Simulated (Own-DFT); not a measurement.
Simulation results for Hf36O71 (tetragonal hafnia with one neutral oxygen vacancy, atoms displaced)

A calculation, not a measurement: plane-wave PBE and HSE06 DFT by an unreviewed code, no spin, of a simulated cell at Gamma alone, so results move with cell size and shape, stress positive in tension, energies less offsets, not probed for a lower state with spin; hafnium file: forces about 75 meV/angstrom off all-electron values; oxygen file: force components 24 meV/angstrom off all-electron in a glass; k mesh not checked against a denser one; forces and stress are PBE's, HSE06 gives the energy alone, and its difference from PBE has offsets of its own; offsets are fitted by least squares, one for each functional and potential file, so energies compare only between cells with the same atoms and settings and are not formation energies; the far tail of each file's local potential was reset to the Coulomb form; each entry is a single point on an unrelaxed cell, so the pressure reflects the starting lattice, taken from the Materials Project, from which strain is counted, and rises with the displacements; printed positions are rounded, which can move forces by about a meV/angstrom; the program is a retired in-house code; no spin-orbit coupling. Program: Own-DFT development build.

Common to all runs: first functional PBE; second functional HSE06; exact exchange share 0.25; screening 0.11 1/bohr; exchange divergence Gygi-Baldereschi; potential files PseudoDojo norm-conserving, scalar-relativistic, made for PBE, standard set; wave cutoff 48 hartree; occupations fixed; k mesh 1 x 1 x 1 centred on Gamma.

(1) 
```cif
# cell vector a (Å): 10.7800 0.0000 0.0000
# cell vector b (Å): 0.0000 10.7800 0.0000
# cell vector c (Å): 0.0000 0.0000 10.4493
data_Hf36O71
_symmetry_space_group_name_H-M 'P 1'
_symmetry_Int_Tables_number 1
_cell_length_a 10.7800
_cell_length_b 10.7800
_cell_length_c 10.4493
_cell_angle_alpha 90.000
_cell_angle_beta 90.000
_cell_angle_gamma 90.000
_cell_volume 1214.30
loop_
_atom_site_label
_atom_site_type_symbol
_atom_site_fract_x
_atom_site_fract_y
_atom_site_fract_z
_atom_site_occupancy
Hf1 Hf 0.01166 0.01209 0.99186 1
Hf2 Hf 0.15559 0.17569 0.25483 1
O1 O 0.99431 0.15891 0.13543 1
O2 O 0.16690 0.00424 0.36275 1
O3 O 0.99485 0.16093 0.40526 1
O4 O 0.15827 0.01032 0.09332 1
Hf3 Hf 0.00763 0.00210 0.49321 1
Hf4 Hf 0.16958 0.17436 0.74366 1
O5 O 0.00477 0.17298 0.65219 1
O6 O 0.16882 0.99498 0.84037 1
O7 O 0.00413 0.17442 0.90455 1
O8 O 0.15833 0.99447 0.59813 1
Hf5 Hf 0.00741 0.33250 0.99487 1
Hf6 Hf 0.14983 0.49840 0.25663 1
O9 O 0.99622 0.51302 0.15903 1
O10 O 0.17862 0.33789 0.33647 1
O11 O 0.99702 0.49942 0.40148 1
O12 O 0.17022 0.33085 0.09849 1
Hf7 Hf 0.98878 0.33532 0.50723 1
Hf8 Hf 0.16949 0.49942 0.74540 1
O13 O 0.00084 0.49580 0.66279 1
O14 O 0.16719 0.33410 0.84801 1
O15 O 0.99047 0.50164 0.89783 1
O16 O 0.15847 0.33155 0.60513 1
Hf9 Hf 0.98781 0.65867 0.99738 1
Hf10 Hf 0.17465 0.83183 0.24906 1
O17 O 0.00010 0.85275 0.14059 1
O18 O 0.17365 0.67583 0.35046 1
O19 O 0.99862 0.84272 0.40792 1
O20 O 0.16324 0.66220 0.10887 1
Hf11 Hf 0.00324 0.67365 0.50338 1
Hf12 Hf 0.17531 0.83906 0.74678 1
O21 O 0.00193 0.83712 0.65445 1
O22 O 0.16821 0.66407 0.83744 1
O23 O 0.00191 0.82801 0.90999 1
O24 O 0.16493 0.66387 0.59711 1
Hf13 Hf 0.32642 0.00703 0.00639 1
Hf14 Hf 0.48762 0.17055 0.25822 1
O25 O 0.33876 0.16545 0.14231 1
O26 O 0.50558 0.98530 0.34806 1
O27 O 0.32516 0.16698 0.40262 1
O28 O 0.49090 0.00271 0.10328 1
Hf15 Hf 0.32207 0.99536 0.49254 1
Hf16 Hf 0.48966 0.15590 0.74989 1
O29 O 0.32533 0.15641 0.66334 1
O30 O 0.51135 0.00371 0.85486 1
O31 O 0.33651 0.16571 0.89870 1
O32 O 0.49467 0.99681 0.58899 1
Hf17 Hf 0.32782 0.33026 0.00394 1
Hf18 Hf 0.50335 0.50350 0.25094 1
O33 O 0.32855 0.50641 0.15613 1
O34 O 0.49679 0.34522 0.33556 1
O35 O 0.34770 0.51137 0.41586 1
O36 O 0.50348 0.34511 0.10560 1
Hf19 Hf 0.33198 0.32768 0.50068 1
Hf20 Hf 0.49879 0.50454 0.75556 1
O37 O 0.33848 0.48705 0.65116 1
O38 O 0.49332 0.32681 0.85294 1
O39 O 0.34200 0.49848 0.90206 1
O40 O 0.51002 0.32996 0.60473 1
Hf21 Hf 0.34674 0.67014 0.00402 1
Hf22 Hf 0.49409 0.84087 0.24581 1
O41 O 0.33292 0.82484 0.15866 1
O42 O 0.48936 0.67314 0.34555 1
O43 O 0.32311 0.85061 0.40455 1
O44 O 0.50630 0.68405 0.09813 1
Hf23 Hf 0.33776 0.66191 0.51296 1
Hf24 Hf 0.49958 0.83364 0.74666 1
O45 O 0.33365 0.83099 0.66864 1
O46 O 0.49624 0.66997 0.85062 1
O47 O 0.32766 0.82390 0.89067 1
O48 O 0.50133 0.67039 0.59588 1
Hf25 Hf 0.65598 0.00717 0.98995 1
Hf26 Hf 0.83688 0.17037 0.24071 1
O49 O 0.67093 0.18722 0.17330 1
O50 O 0.83658 0.00902 0.35601 1
O51 O 0.65562 0.16425 0.41006 1
O52 O 0.81474 0.97705 0.10998 1
Hf27 Hf 0.66951 0.00146 0.49655 1
Hf28 Hf 0.84992 0.16696 0.74126 1
O53 O 0.66507 0.15548 0.65988 1
O54 O 0.84515 0.99741 0.85731 1
O55 O 0.66642 0.15893 0.90657 1
O56 O 0.82782 0.00303 0.60249 1
Hf29 Hf 0.66252 0.34027 0.00394 1
Hf30 Hf 0.82606 0.50007 0.23180 1
O57 O 0.67301 0.48708 0.14170 1
O58 O 0.83296 0.32790 0.34787 1
O59 O 0.66976 0.50468 0.40857 1
O60 O 0.84357 0.34275 0.09214 1
Hf31 Hf 0.66629 0.33245 0.51059 1
Hf32 Hf 0.85036 0.50253 0.75529 1
O61 O 0.66320 0.50273 0.65665 1
O62 O 0.83632 0.33846 0.84607 1
O63 O 0.83225 0.33352 0.61573 1
Hf33 Hf 0.67090 0.67036 0.00683 1
Hf34 Hf 0.83225 0.83561 0.25851 1
O64 O 0.68012 0.84022 0.15532 1
O65 O 0.83470 0.64485 0.35292 1
O66 O 0.67484 0.83689 0.39657 1
O67 O 0.84672 0.67939 0.11274 1
Hf35 Hf 0.66745 0.66756 0.50236 1
Hf36 Hf 0.82572 0.82393 0.75150 1
O68 O 0.66827 0.84083 0.65808 1
O69 O 0.83135 0.65948 0.85723 1
O70 O 0.67372 0.84609 0.88727 1
O71 O 0.83283 0.66610 0.60349 1
_calc_PBE_energy_of_cell_above_offsets '-87.782'  # eV
_calc_HSE06_less_PBE_above_offsets '0.547'  # eV
_calc_PBE_pressure 5.07  # GPa
_calc_PBE_stress_xx -6.76  # GPa
_calc_PBE_stress_yy -3.35  # GPa
_calc_PBE_stress_zz -5.1  # GPa
_calc_PBE_stress_yz -0.91  # GPa
_calc_PBE_stress_xz -0.31  # GPa
_calc_PBE_stress_xy 0.4  # GPa
```

Force:
```tsv
element	x (eV/Å)	y (eV/Å)	z (eV/Å)
Hf	-4.917	-5.059	-0.221
Hf	0.136	-2.363	-1.024
O	1.051	1.224	1.641
O	-0.472	1.023	-2.646
O	1.538	3.781	-1.493
O	4.363	0.285	1.771
Hf	-2.975	-1.353	1.89
Hf	-1.603	-1.099	2.124
O	0.731	-0.153	-1.267
O	-0.17	2.779	1.503
O	0.241	0.343	-2.193
O	2.212	0.414	0.712
Hf	-1.501	0.827	-0.117
Hf	1.92	4.506	-1.304
O	0.425	-1.299	-1.423
O	0.128	-1.218	2.172
O	1.735	-0.899	1.342
O	-1.867	-0.165	0.784
Hf	-0.61	0.148	-0.907
Hf	1.072	1.51	1.427
O	1.581	-0.073	-2.68
O	0.241	0.492	0.565
O	1.214	-1.25	0.605
O	1.526	-0.058	-1.786
Hf	3.559	3.703	0.693
Hf	-3.741	-0.629	-0.513
O	1.439	-0.506	2.946
O	-0.687	-1.392	0.682
O	-0.14	-2.693	-0.989
O	0.161	0.564	-1.401
Hf	-1.044	0.834	-0.727
Hf	-3.918	-2.123	1.646
O	-0.678	-1.039	-0.193
O	-0.083	-0.993	0.139
O	0.133	-0.294	-0.706
O	0.744	-0.626	-0.022
Hf	0.356	-0.723	-1.455
Hf	3.188	-0.63	-0.405
O	-1.77	0.455	1.108
O	-0.797	3.828	0.456
O	1.041	0.325	-0.632
O	0.508	-0.208	-0.222
Hf	0.957	2.343	3.063
Hf	3.196	1.495	0.224
O	1.311	0.84	-2.818
O	-2.214	-1.614	-1.03
O	-0.882	-0.455	0.721
O	-0.551	0.048	0.943
Hf	3.105	1.518	-1.068
Hf	-1.607	1.19	-0.48
O	0.929	-0.353	0.602
O	-0.714	-2.417	2.505
O	-0.713	-3.136	-0.534
O	-1.509	-0.623	-1.06
Hf	1.008	2.769	0.728
Hf	0.847	-1.756	0.885
O	-0.859	0.575	0.002
O	0.958	0.519	-0.399
O	-0.545	0.243	0.609
O	-2.808	-0.605	-0.995
Hf	-3.047	-1.281	-0.574
Hf	3.368	-1.905	-0.063
O	-0.431	0.823	-1.874
O	0.544	0.475	0.169
O	0.391	-4.777	-1.247
O	0.792	-0.993	-0.123
Hf	-1.033	1.309	-1.948
Hf	1.33	0.882	1.066
O	1.258	-0.055	-3.706
O	1.075	-0.023	-0.054
O	0.755	1.826	2.751
O	0.241	0.303	1.299
Hf	2.826	-2.675	2.652
Hf	-0.815	-2.128	1.199
O	-2.176	-0.097	-1.381
O	-0.324	-0.027	-0.579
O	-0.769	1.644	0.153
O	1.567	3.636	-1.319
Hf	0.279	0.036	1.041
Hf	-4.304	-1.997	2.496
O	0.232	0.815	0.05
O	0.326	1.196	-1.395
O	0.387	3.855	0.016
O	1.818	0.321	-0.161
Hf	0.12	-1.128	-1.451
Hf	1.986	-0.344	3.776
O	-2.229	1.878	-0.435
O	0.337	0.972	0.523
O	-1.234	-1.322	-0.585
O	-0.235	-0.43	-0.01
Hf	0.702	-0.209	-0.691
Hf	-4.111	-0.915	0.309
O	0.611	0.165	0.778
O	-0.378	-0.94	0.593
O	0.149	-0.034	-2.063
Hf	0.791	1.595	-0.744
Hf	1.243	1.231	-1.275
O	-4.528	-2.571	-0.191
O	0.054	2.718	0.215
O	0.274	-1.603	1.183
O	-3.049	-1.317	-0.677
Hf	1.102	0.218	-0.884
Hf	2.401	2.613	0.875
O	-1.172	-0.904	-1.781
O	-1.133	0.72	0.53
O	-0.627	-2.524	1.615
O	0.458	0.185	0.148
```

(2) 
```cif
# cell vector a (Å): 10.7800 0.0000 0.0000
# cell vector b (Å): 0.0000 10.7800 0.0000
# cell vector c (Å): 0.0000 0.0000 10.4493
data_Hf36O71
_symmetry_space_group_name_H-M 'P 1'
_symmetry_Int_Tables_number 1
_cell_length_a 10.7800
_cell_length_b 10.7800
_cell_length_c 10.4493
_cell_angle_alpha 90.000
_cell_angle_beta 90.000
_cell_angle_gamma 90.000
_cell_volume 1214.30
loop_
_atom_site_label
_atom_site_type_symbol
_atom_site_fract_x
_atom_site_fract_y
_atom_site_fract_z
_atom_site_occupancy
Hf1 Hf 0.99642 0.99238 0.00189 1
Hf2 Hf 0.16688 0.17333 0.24585 1
O1 O 0.99720 0.16557 0.14496 1
O2 O 0.16413 0.00245 0.34400 1
O3 O 0.00591 0.16101 0.40101 1
O4 O 0.17461 0.00413 0.09306 1
Hf3 Hf 0.00750 0.99356 0.49878 1
Hf4 Hf 0.17361 0.16634 0.75850 1
O5 O 0.98774 0.16902 0.64377 1
O6 O 0.16208 0.99879 0.84277 1
O7 O 0.00227 0.16669 0.90249 1
O8 O 0.17148 0.98494 0.60139 1
Hf5 Hf 0.00195 0.33851 0.00523 1
Hf6 Hf 0.16812 0.49947 0.25341 1
O9 O 0.98914 0.50165 0.15779 1
O10 O 0.16531 0.33904 0.35042 1
O11 O 0.00349 0.49481 0.40331 1
O12 O 0.16203 0.33634 0.09583 1
Hf7 Hf 0.98973 0.33262 0.50169 1
Hf8 Hf 0.16538 0.50131 0.74327 1
O13 O 0.99673 0.49756 0.65103 1
O14 O 0.16013 0.33873 0.84284 1
O15 O 0.99793 0.50353 0.91086 1
O16 O 0.16039 0.33347 0.59950 1
Hf9 Hf 0.99980 0.66454 0.00086 1
Hf10 Hf 0.16331 0.83759 0.24733 1
O17 O 0.00008 0.83467 0.14951 1
O18 O 0.16333 0.66727 0.34315 1
O19 O 0.99604 0.83519 0.40702 1
O20 O 0.15888 0.66276 0.09941 1
Hf11 Hf 0.99789 0.66769 0.49301 1
Hf12 Hf 0.16887 0.83732 0.74814 1
O21 O 0.99064 0.83793 0.65520 1
O22 O 0.17625 0.66322 0.84935 1
O23 O 0.99575 0.83652 0.89378 1
O24 O 0.16786 0.67233 0.59133 1
Hf13 Hf 0.32940 0.99246 0.00109 1
Hf14 Hf 0.49919 0.16824 0.25303 1
O25 O 0.33374 0.17506 0.15348 1
O26 O 0.50596 0.00237 0.34787 1
O27 O 0.32854 0.16387 0.39896 1
O28 O 0.50673 0.99772 0.09570 1
Hf15 Hf 0.33439 0.00197 0.49199 1
Hf16 Hf 0.49927 0.17423 0.75525 1
O29 O 0.33765 0.15492 0.65607 1
O30 O 0.49324 0.99787 0.85015 1
O31 O 0.33015 0.16352 0.90649 1
O32 O 0.49571 0.00097 0.60112 1
Hf17 Hf 0.33032 0.33309 0.00143 1
Hf18 Hf 0.50489 0.50480 0.25042 1
O33 O 0.33504 0.50292 0.14652 1
O34 O 0.33467 0.50024 0.40151 1
O35 O 0.49704 0.33406 0.09969 1
Hf19 Hf 0.33209 0.34208 0.50820 1
Hf20 Hf 0.49520 0.49566 0.75456 1
O36 O 0.33792 0.49518 0.65372 1
O37 O 0.49566 0.32844 0.84280 1
O38 O 0.33322 0.50572 0.89641 1
O39 O 0.49146 0.32810 0.59571 1
Hf21 Hf 0.33081 0.67054 0.99671 1
Hf22 Hf 0.49519 0.83397 0.24850 1
O40 O 0.33179 0.83598 0.14673 1
O41 O 0.50179 0.66438 0.35417 1
O42 O 0.33644 0.82756 0.40235 1
O43 O 0.49655 0.66555 0.09948 1
Hf23 Hf 0.33637 0.67496 0.49696 1
Hf24 Hf 0.50924 0.82830 0.74759 1
O44 O 0.33556 0.83169 0.65766 1
O45 O 0.49210 0.66972 0.84481 1
O46 O 0.32961 0.83513 0.90221 1
O47 O 0.50755 0.66206 0.59618 1
Hf25 Hf 0.66181 0.00396 0.99708 1
Hf26 Hf 0.82742 0.16825 0.24886 1
O48 O 0.66862 0.16198 0.15163 1
O49 O 0.83321 0.99849 0.34320 1
O50 O 0.66755 0.15875 0.40377 1
O51 O 0.82952 0.99892 0.09748 1
Hf27 Hf 0.66182 0.00052 0.49974 1
Hf28 Hf 0.82949 0.16253 0.74416 1
O52 O 0.66342 0.16539 0.65885 1
O53 O 0.83250 0.00012 0.84692 1
O54 O 0.66741 0.16684 0.91025 1
O55 O 0.83075 0.00688 0.60257 1
Hf29 Hf 0.66674 0.32429 0.00123 1
Hf30 Hf 0.82798 0.49713 0.25228 1
O56 O 0.67523 0.49882 0.15763 1
O57 O 0.82999 0.33873 0.34308 1
O58 O 0.67322 0.49117 0.40957 1
O59 O 0.82872 0.33820 0.09962 1
Hf31 Hf 0.67056 0.33341 0.49683 1
Hf32 Hf 0.83195 0.50566 0.74358 1
O60 O 0.66244 0.49112 0.65384 1
O61 O 0.83302 0.34031 0.85245 1
O62 O 0.66681 0.49825 0.90197 1
O63 O 0.83099 0.33835 0.60303 1
Hf33 Hf 0.67071 0.66304 0.99288 1
Hf34 Hf 0.83412 0.82266 0.24638 1
O64 O 0.66650 0.83374 0.15636 1
O65 O 0.82874 0.66648 0.35199 1
O66 O 0.66322 0.83749 0.40603 1
O67 O 0.83891 0.66863 0.09600 1
Hf35 Hf 0.67287 0.66379 0.49777 1
Hf36 Hf 0.83039 0.83918 0.75200 1
O68 O 0.66799 0.83599 0.65328 1
O69 O 0.83017 0.67317 0.84987 1
O70 O 0.66233 0.83267 0.89592 1
O71 O 0.82953 0.66179 0.58870 1
_calc_PBE_energy_of_cell_above_offsets '-97.619'  # eV
_calc_HSE06_less_PBE_above_offsets '0.001'  # eV
_calc_PBE_pressure 2.37  # GPa
_calc_PBE_stress_xx -1.55  # GPa
_calc_PBE_stress_yy -2.7  # GPa
_calc_PBE_stress_zz -2.87  # GPa
_calc_PBE_stress_yz 0.14  # GPa
_calc_PBE_stress_xz -0.07  # GPa
_calc_PBE_stress_xy 0.09  # GPa
```

Force:
```tsv
element	x (eV/Å)	y (eV/Å)	z (eV/Å)
Hf	-0.381	1.947	-0.624
Hf	-1.051	0.107	0.755
O	0.222	0.27	1.117
O	0.353	-0.877	0.044
O	-0.31	1.165	-0.115
O	-2.35	-0.277	1.014
Hf	-1.601	2.197	1.211
Hf	-1.567	0.436	-0.831
O	1.992	-0.113	0.677
O	0.361	0.219	0.791
O	0.176	-0.12	0.202
O	-0.355	0.69	-1.188
Hf	-2.329	-1.273	-1.457
Hf	-0.364	0.314	-0.782
O	1.828	-0.305	-0.169
O	0.281	-1.092	-0.649
O	-0.352	1.371	0.219
O	1.342	0.034	0.788
Hf	1.672	-1.375	0.039
Hf	0.221	0.162	0.622
O	0.394	0.69	0.109
O	0.687	-0.344	0.723
O	0.223	0.02	-1.021
O	0.691	-0.041	-0.162
Hf	0.255	0.609	-0.72
Hf	0.253	-0.648	-0.215
O	0.482	0.458	0.186
O	-0.042	0.718	0.26
O	0.39	-1.238	-1.44
O	1.217	0.39	-0.107
Hf	0.671	-0.893	0.875
Hf	-0.289	-0.945	-0.162
O	1.181	-0.555	-0.846
O	-0.901	0.641	-0.724
O	0.507	-1.018	1.192
O	-0.615	-0.45	0.12
Hf	2.412	0.527	-1.1
Hf	-0.017	0.706	-0.184
O	0.246	-0.053	0.064
O	-1.153	-0.501	-0.296
O	0.591	1.069	0.194
O	-2.125	-0.021	0.86
Hf	0.593	0.09	2.035
Hf	-0.311	-3.903	-1.641
O	-1.36	0.768	-0.054
O	0.743	0.582	-0.284
O	-0.59	0.925	-0.205
O	0.489	-0.45	-1.238
Hf	0.288	0.777	0.053
Hf	-1.035	-0.718	-0.582
O	-0.256	-0.36	0.876
O	0.217	0.342	-0.059
O	0.657	-0.035	-0.2
Hf	-1.324	-0.835	-1.242
Hf	0.813	1.477	-0.331
O	-1.335	0.02	-0.68
O	-0.071	1.828	1.908
O	0.443	-1.672	0.674
O	1.903	-0.078	-0.196
Hf	-0.307	-0.932	0.009
Hf	1.77	-0.244	-0.081
O	-0.387	-0.104	0.806
O	0.178	0.275	-1.004
O	-0.121	2.096	-1.372
O	1.033	0.117	-0.221
Hf	0.652	-1.788	1.713
Hf	-1.332	1.512	0.081
O	0.521	-0.801	-0.695
O	0.484	-1.101	0.602
O	-0.531	-0.215	0.033
O	-0.846	0.325	0.138
Hf	0.88	-1.823	0.285
Hf	1.627	-1.529	0.068
O	-1.203	0.707	0.077
O	0.163	-0.241	-0.178
O	-0.03	2.339	-0.52
O	0.362	-0.175	-0.604
Hf	0.612	-0.945	1.105
Hf	1.488	0.698	0.904
O	-0.393	0.499	-0.438
O	-0.243	0.461	0.625
O	-0.356	-0.037	-1.42
O	-0.132	-0.46	-0.961
Hf	0.988	2.009	0.404
Hf	1.625	0.629	-0.171
O	-2.684	0.764	-0.772
O	0.224	-2.304	1.657
O	-0.804	1.814	-1.172
O	0.314	-0.722	0.028
Hf	-1.251	-1.359	1.391
Hf	-0.643	-1.195	1.455
O	0.121	0.172	0.107
O	-0.229	-0.613	-0.824
O	-0.764	0.092	0.392
O	-0.434	-0.136	-0.724
Hf	-0.342	0.787	0.643
Hf	-1.25	2.471	0.141
O	-0.198	-0.703	-0.045
O	0.3	-0.387	-0.422
O	0.092	-1.284	-0.216
O	-1.482	0.469	0.386
Hf	-2.034	0.929	-0.23
Hf	0.305	0.353	-0.026
O	0.41	-0.312	-0.778
O	-0.245	-1.104	-0.577
O	0.03	-0.105	0.858
O	1.351	-0.258	1.438
```
